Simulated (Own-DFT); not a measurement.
## Calculated data, Al$_{3}$GaN$_{4}$ (wurtzite random alloy, atoms displaced), Al$_{3}$GaN$_{4}$ (wurtzite random alloy, strained, atoms displaced)

All values are calculated (Own-DFT development build). A calculation, not a measurement: plane-wave PBE density functional theory by an unreviewed code, no spin, of a simulated periodic cell, stress positive in tension, free energy of the whole cell less one offset for each atom, forces on such cells passed a denser k mesh, this cell's mesh not checked; offsets are fitted by least squares, one for each functional and potential file, so energies compare only between cells with the same atoms and settings and are not formation energies; the far tail of each file's local potential was reset to the Coulomb form; each entry is a single point on an unrelaxed cell, so the pressure reflects the starting lattice, mostly measured values, from which strain is counted, and rises with the displacements; printed positions are rounded, which can move forces by about a meV/angstrom; the program is a retired in-house code; no spin-orbit coupling; before rounding, a Quantum ESPRESSO 7.3.1 run of the same cell and cutoff gave forces within 1 meV/angstrom rms on each cell, which checks the program and not the settings.

Common to all runs: functional PBE; potential files PseudoDojo norm-conserving, scalar-relativistic, standard set; wave cutoff 42 hartree; occupations Fermi-Dirac; smearing width 0.1 eV; k mesh 4 x 4 x 3 centred on Gamma.

(1) 
```xyz
72
Lattice="9.3938 0.0000 0.0000 -4.6969 8.1352 0.0000 0.0000 0.0000 10.0655" Properties=species:S:1:pos:R:3:force_x:R:1:force_y:R:1:force_z:R:1 formula=Al3GaN4 free_energy_of_cell_above_offsets=-20.614 pressure=5.13 stress_xx=-4.57 stress_yy=-5.76 stress_zz=-5.05 stress_yz=0.01 stress_xz=0.39 stress_xy=0.81
Al     0.0265     1.8136     0.0122     -0.449      0.071     -0.055
Ga     1.5474     0.8381     2.5839      0.083      1.802     -1.695
N      0.0241     1.8438     1.9207     -1.141     -1.327     -0.259
N      1.5171     0.9302     4.4205      0.251      -0.38      1.225
Al     0.0405     1.8092     5.0213     -1.341      1.267      0.473
Al     1.5330     0.8938     7.5281      0.404      0.784      0.527
N     -0.0249     1.8055     6.9189      0.443     -0.871     -0.131
N      1.5267     0.8837     9.4613      0.279     -0.235     -0.558
Al    -1.5303     4.5334     0.0278     -0.684     -0.091     -0.442
Ga    -0.0095     3.6471     2.5181      0.035      0.374      0.403
N     -1.6082     4.5574     1.8973     -0.069      0.437      0.201
N     -0.0164     3.6686     4.4669      0.066     -1.289      0.102
Al    -1.5529     4.5450     5.0249     -0.415     -1.535      0.963
Ga     0.0414     3.6353     7.5696     -1.276     -0.921     -0.308
N     -1.5655     4.4781     6.9790     -0.562      1.512     -0.804
N     -0.0106     3.6377     9.4527     -0.402     -1.052      1.307
Al    -3.1216     7.1903    10.0354     -0.364      0.573      0.183
Al    -1.6531     6.3637     2.5290      1.938     -0.918      0.056
N     -3.1014     7.2661     1.9110     -1.537     -1.826     -0.705
N     -1.5588     6.2354     4.4488      0.677      2.441     -0.663
Ga    -3.0988     7.2542     5.0622     -0.361     -0.806     -0.459
Al    -1.5341     6.3392     7.5119     -0.024     -0.609      0.869
N     -3.0866     7.2472     6.9588     -0.601     -0.238      0.868
N     -1.5478     6.3309     9.5163     -0.058      0.095     -1.206
Ga     3.1464     1.7987     0.0140     -0.842     -0.002     -0.103
Al     4.7037     0.8803     2.5008      0.074       0.68      0.025
N      3.0909     1.8277     1.9252      1.324     -1.141      0.544
N      4.7149     0.8713     4.4338      0.516      0.026     -0.268
Ga     3.1062     1.8050     4.9910      0.734      0.158      0.701
Al     4.7046     0.9524     7.5167     -0.616       -0.2      0.049
N      3.1149     1.9043     6.9354     -0.045     -1.513      0.921
N      4.7056     0.9084     9.4367      0.545     -0.073      -0.41
Ga     1.5878     4.4902    10.0390     -1.081       1.01      1.064
Ga     3.1056     3.6326     2.5282      0.862     -0.099     -0.205
N      1.5979     4.5355     1.9268     -0.942      1.389     -0.243
N      3.1237     3.6099     4.4315       1.45       0.55      0.251
Ga     1.6268     4.5455     5.0463     -1.134     -0.511      0.153
Al     3.1210     3.6355     7.6023      0.074       0.41     -0.929
N      1.5259     4.5174     6.9659      2.282      0.992      0.359
N      3.1245     3.6554     9.4792      1.116     -0.975     -1.076
Al    -0.0245     7.2887    10.0549      0.513     -1.174      0.133
Al     1.5820     6.3839     2.4886     -1.218     -1.561      0.701
N      0.0033     7.2153     1.9047     -0.474       0.45      0.081
N      1.5692     6.3093     4.4329      0.169      1.925     -0.562
Al     0.0495     7.2385     5.0743     -0.714     -0.697     -1.102
Al     1.5842     6.3041     7.5665     -0.406      0.474     -0.462
N      0.0177     7.2581     6.9189      0.127      0.017      0.852
N      1.5346     6.3112     9.4168      0.381      1.496      0.751
Al     6.2403     1.8368    10.0127      1.116     -0.721      0.995
Al     7.8497     0.8507     2.5343     -0.255      1.278     -0.246
N      6.2951     1.8331     1.9325     -0.343      -0.65     -0.225
N      7.8181     0.9214     4.5051      0.616      -0.09     -1.114
Al     6.2948     1.8127     5.0163     -0.986      0.862      0.414
Al     7.8017     0.9210     7.4939      0.732     -0.313      1.078
N      6.2680     1.8559     7.0189     -0.241     -0.811     -1.407
N      7.8795     0.8794     9.4706      -0.92      0.754     -0.404
Al     4.6475     4.5140    10.0354      1.469      0.518       0.25
Al     6.2659     3.6564     2.5062     -0.233     -0.633       0.02
N      4.7157     4.5258     1.8603      0.185      0.594      0.435
N      6.2440     3.6446     4.4400      0.445     -0.467     -0.189
Al     4.7138     4.5212     5.0409     -0.468      0.195     -0.082
Al     6.2942     3.6092     7.5680     -0.588      0.942       0.27
N      4.6830     4.5405     6.9356      0.215     -0.372      0.398
N      6.2765     3.5954     9.4881     -0.321      0.958      -0.44
Al     3.1284     7.2587    10.0595     -0.043     -0.803     -0.249
Al     4.6644     6.3183     2.5376      0.656     -0.271     -0.419
N      3.1026     7.1820     1.9460      1.141      1.199     -0.812
N      4.6721     6.3500     4.4270     -0.526     -0.229       0.17
Al     3.0797     7.2880     5.0582      0.698      -1.21     -0.322
Al     4.6655     6.3343     7.4918      0.898     -0.046      0.765
N      3.1349     7.2195     6.9429     -0.578      0.495     -0.088
N      4.6962     6.3261     9.4330     -0.258     -0.066      0.083
```

Units: free_energy_of_cell_above_offsets in eV; pressure, stress_xx, stress_yy, stress_zz, stress_yz, stress_xz, stress_xy in GPa; force_x, force_y, force_z in eV/Å.

(2) 
```xyz
72
Lattice="9.6521 0.0000 0.0000 -4.8260 8.3589 0.0000 0.0000 0.0000 10.0655" Properties=species:S:1:pos:R:3:force_x:R:1:force_y:R:1:force_z:R:1 formula=Al3GaN4 free_energy_of_cell_above_offsets=-16.963 pressure=-3.76 stress_xx=7.81 stress_yy=6.69 stress_zz=-3.22 stress_yz=-0.96 stress_xz=-0.18 stress_xy=0.33
Al    -0.0191     1.7972     0.0035      1.571      2.018      0.049
Al     1.6270     0.9126     2.4949     -0.278      0.737      -1.47
N     -0.0032     1.9823     1.8696     -0.297     -1.759      1.421
N      1.6108     0.9144     4.3359      0.492     -0.958      1.765
Ga     0.0415     1.8209     5.0549      -0.01      1.294     -0.616
Al     1.7414     0.9316     7.4447     -2.172      0.402      1.731
N     -0.0216     1.8505     6.9761      0.876     -1.494      0.169
N      1.6187     1.0274     9.4430     -0.287     -1.759     -0.706
Ga    -1.5561     4.5333    10.0375     -2.029      2.131     -0.034
Al    -0.0285     3.7423     2.5779      1.042      0.027     -0.902
N     -1.5186     4.6511     1.8714     -1.125      0.278      2.177
N      0.0750     3.8638     4.4497     -0.511     -1.912     -0.409
Ga    -1.6304     4.6627     5.0196       0.17     -1.425      0.127
Ga    -0.0493     3.6593     7.5763       0.37      1.449     -0.122
N     -1.5902     4.6289     6.8976     -0.569      1.068      1.562
N     -0.0618     3.7327     9.5029      3.553     -1.687     -0.502
Al    -3.3130     7.3955     0.0096       2.23      0.742     -0.297
Al    -1.5886     6.5206     2.5519     -0.591     -0.476     -0.787
N     -3.1857     7.4558     1.9034     -0.538     -0.501      0.584
N     -1.6233     6.4443     4.4594      -0.62      2.051     -0.621
Al    -3.2440     7.3684     5.0716      0.429       0.39     -1.679
Al    -1.6615     6.6013     7.4572      1.166     -2.371      1.522
N     -3.2603     7.4272     6.9322      0.406      0.881      0.034
N     -1.6353     6.4435     9.4690     -0.087       1.48     -0.558
Al     3.2263     1.8112     0.0059     -0.092      0.414     -1.128
Al     4.9525     0.8987     2.5852     -2.244      0.124     -1.907
N      3.1703     1.8388     1.7935      0.939      0.229      3.204
N      4.7962     0.9214     4.4014      2.086     -0.687      0.654
Ga     3.2809     1.8504     4.9636     -1.347      0.148      0.211
Al     4.8003     0.9411     7.5357      0.914     -0.294     -0.073
N      3.2296     1.9658     6.9594      0.407     -2.135     -0.433
N      4.8189     0.8805     9.4245      0.448      0.279      0.838
Al     1.6649     4.7345     0.0011      -0.92     -1.978     -0.008
Al     3.1264     3.7311     2.4949      1.583     -0.717     -0.782
N      1.6171     4.6561     1.9340     -0.464      0.442     -0.467
N      3.2313     3.6904     4.3994     -0.785      0.828      0.235
Al     1.6171     4.6359     5.0737      0.384      0.119     -0.096
Al     3.2382     3.6434     7.6211     -0.134      2.927      0.199
N      1.5766     4.7600     6.9676      1.432     -2.333     -0.406
N      3.1979     3.7108     9.5267     -0.101     -0.386     -0.667
Al    -0.0120     7.3671     0.0215     -0.362      0.251     -0.686
Al     1.5854     6.4616     2.5042      0.829      0.078     -0.072
N      0.0147     7.3897     2.0033      0.411      0.665     -0.917
N      1.6079     6.4269     4.3726      1.971      0.415       0.96
Ga     0.0811     7.3391     4.9968     -1.241      0.604      0.392
Al     1.6305     6.4871     7.4951     -0.239      0.944      0.764
N      0.0219     7.4087     6.9660     -0.377      0.958      0.046
N      1.6563     6.4624     9.3968     -0.853      1.027      0.943
Al     6.4352     1.9227     0.0664     -0.338     -1.241     -1.449
Al     8.0261     0.9377     2.5508      1.057      0.406      -1.05
N      6.3802     1.8910     1.9207      1.257     -0.751      0.656
N      8.1289     0.8930     4.4158      -1.75      -0.68      0.525
Al     6.4593     1.7767     5.0513      0.282      0.846     -1.087
Al     8.0822     0.8762     7.5878     -0.545      1.019      0.025
N      6.4040     1.8859     6.8709      0.332     -2.862      1.366
N      8.0908     1.0103     9.5450     -1.756     -1.033      -1.18
Ga     4.8514     4.6364     0.0460     -0.337     -0.159     -0.513
Al     6.5546     3.6845     2.4676      -1.35      1.317      1.162
N      4.8464     4.7097     1.9406      0.009     -0.984      1.358
N      6.4502     3.6344     4.4974     -0.914      -0.13     -1.567
Al     4.7458     4.5688     5.0315      2.132      0.412      0.142
Ga     6.4232     3.6355     7.5051      1.535      1.213      0.687
N      4.9576     4.6622     7.0258     -3.339      0.393     -1.526
N      6.4150     3.6846     9.4941      0.207     -0.752      0.032
Ga     3.2184     7.4175     0.0649      0.246      0.258     -0.859
Al     4.8274     6.5107     2.5479      0.761     -0.107     -0.819
N      3.2730     7.4491     1.9798     -1.108     -0.005      0.629
N      4.8622     6.4487     4.4012     -0.536     -0.027      1.584
Al     3.2896     7.3718     5.0757     -0.486      0.337     -1.412
Al     4.8341     6.4890     7.5437      0.015     -0.326      0.608
N      3.2528     7.4459     6.9517     -0.134     -0.491      0.194
N      4.8625     6.4733     9.4721     -0.676      0.814     -0.746
```

Units: free_energy_of_cell_above_offsets in eV; pressure, stress_xx, stress_yy, stress_zz, stress_yz, stress_xz, stress_xy in GPa; force_x, force_y, force_z in eV/Å.

(3) 
```xyz
72
Lattice="9.2294 0.0000 0.0000 -4.6147 7.9929 0.0000 0.0000 0.0000 10.0655" Properties=species:S:1:pos:R:3:force_x:R:1:force_y:R:1:force_z:R:1 formula=Al3GaN4 free_energy_of_cell_above_offsets=-15.541 pressure=14.46 stress_xx=-16.41 stress_yy=-16.45 stress_zz=-10.5 stress_yz=-0.63 stress_xz=-0.41 stress_xy=0.61
Al    -0.0054     1.8380    10.0450       0.87     -1.244      0.403
Al     1.4614     0.9087     2.5033      1.515     -1.243      -0.56
N      0.0436     1.7950     1.9039     -0.534      1.562     -0.742
N      1.5017     0.8772     4.3433      0.936     -0.736      0.914
Al     0.0475     1.6568     5.0343     -0.801      2.596      1.194
Al     1.4519     0.8239     7.5403      3.383      0.553      1.209
N      0.0736     1.7301     7.0641     -3.373       1.59      -2.68
N      1.5086     0.8635     9.4328      0.711      0.453      0.272
Al    -1.5006     4.5452    10.0591     -0.719     -2.396     -0.205
Al     0.0442     3.6326     2.5162     -1.251      -2.13      0.525
N     -1.4996     4.3346     1.8712      -0.35      2.559      0.146
N     -0.0443     3.6224     4.4052      0.442     -1.799     -0.047
Al    -1.5549     4.4144     5.0169     -0.269      0.951      0.531
Al    -0.0197     3.5639     7.5568      1.041     -0.953     -0.053
N     -1.5014     4.4669     6.9917     -0.795     -1.007     -1.623
N      0.0164     3.5375     9.4139      0.079       1.62      0.881
Al    -3.0413     7.0830     9.9780     -0.244      0.683      1.631
Al    -1.5527     6.2490     2.5196     -0.535     -0.841     -1.002
N     -3.0931     7.1089     1.8997       0.64     -0.046     -0.894
N     -1.5245     6.2668     4.3544     -1.527     -1.515      0.967
Al    -3.0503     7.1097     5.1057     -0.897      -0.31     -2.242
Al    -1.5249     6.1653     7.5508     -0.466      1.799     -0.128
N     -3.1524     7.1032     6.9142      1.353     -0.957      1.011
N     -1.4497     6.2588     9.4205     -1.428     -0.607     -0.357
Al     3.0973     1.7503     0.0201     -1.227      0.425     -0.993
Al     4.5052     0.8576     2.4660      2.411      0.234      0.174
N      3.0530     1.7425     1.8991     -0.905      1.779      0.268
N      4.6637     0.9315     4.3968     -2.731     -2.378     -2.454
Ga     3.1331     1.7966     4.9768     -1.729     -0.265       0.72
Ga     4.6532     0.8047     7.4977     -1.388      2.705      1.607
N      3.0837     1.8460     6.8892      -0.76     -3.301      0.065
N      4.5347     0.8190     9.4885      2.266      0.588     -0.002
Al     1.5799     4.3978     0.0732     -0.792      0.116     -2.041
Al     3.0364     3.6336     2.5977      0.927     -1.616     -0.779
N      1.5154     4.4374     1.9088      1.323      0.846      0.045
N      3.0217     3.6104     4.4558      0.587      0.286     -0.769
Al     1.4625     4.4208     5.0489      0.793      1.502     -0.778
Ga     3.0394     3.5642     7.4449      0.863      0.336       0.84
N      1.5032     4.3988     6.8536     -1.312      1.829      1.115
N      3.0772     3.5833     9.3272     -0.799      -0.75      3.064
Al     0.0393     7.0585    10.0648     -0.995      1.566      0.484
Al     1.5277     6.2113     2.5547     -0.242      0.841     -0.465
N     -0.0405     7.0767     1.8476      0.778     -0.097      1.113
N      1.6515     6.2600     4.3819     -1.891     -1.404       0.51
Ga     0.0034     7.1024     5.0041       1.23     -0.118     -0.498
Al     1.5965     6.1861     7.5777     -1.442     -0.323     -0.662
N     -0.0594     7.1256     6.8706      1.053     -2.968      1.048
N      1.4836     6.2286     9.4820      1.078     -2.004     -1.115
Al     6.2209     1.7424    10.0370     -1.092      0.362      0.717
Ga     7.7313     0.8828     2.5181     -0.437      0.579      0.618
N      6.1683     1.8159     1.9687     -1.284     -1.289     -1.322
N      7.7125     0.8663     4.5121     -0.016      3.893     -1.538
Ga     6.0582     1.7856     4.9539      3.791     -0.022      2.333
Al     7.6434     0.8865     7.5946      1.025     -0.077     -0.685
N      6.1350     1.8486     6.9758       1.29     -1.737     -0.769
N      7.7879     0.8815     9.4387     -1.778       -0.1      0.475
Al     4.4979     4.4145     0.0641      2.418     -0.152     -1.987
Al     6.2084     3.5475     2.5129     -0.747      -0.04       -0.1
N      4.6325     4.4048     1.8769     -0.732     -1.492      0.886
N      6.1382     3.5134     4.4357      0.115      2.834     -0.956
Al     4.6117     4.3823     5.0827       -0.3      1.941     -0.051
Al     6.2004     3.5222     7.5667      -1.06      1.643      0.876
N      4.6473     4.4611     6.9739      0.899     -0.096     -1.037
N      6.1410     3.5325     9.4486      0.329      0.701       0.64
Ga     3.0665     7.0211     0.0552      0.578      1.586     -0.248
Ga     4.5966     6.1340     2.5296      0.546      1.725      0.387
N      3.0523     7.1035     1.9515     -0.614     -1.044     -0.347
N      4.5276     6.2532     4.4254      3.452     -2.035      0.804
Ga     3.1387     7.2240     5.0776     -1.199      -3.52       1.08
Al     4.5880     6.1941     7.5878      0.526     -0.276      0.261
N      3.0983     7.0523     6.9787     -0.829       1.23      1.075
N      4.6417     6.2003     9.4940       0.24     -1.024     -0.765
```

Units: free_energy_of_cell_above_offsets in eV; pressure, stress_xx, stress_yy, stress_zz, stress_yz, stress_xz, stress_xy in GPa; force_x, force_y, force_z in eV/Å.
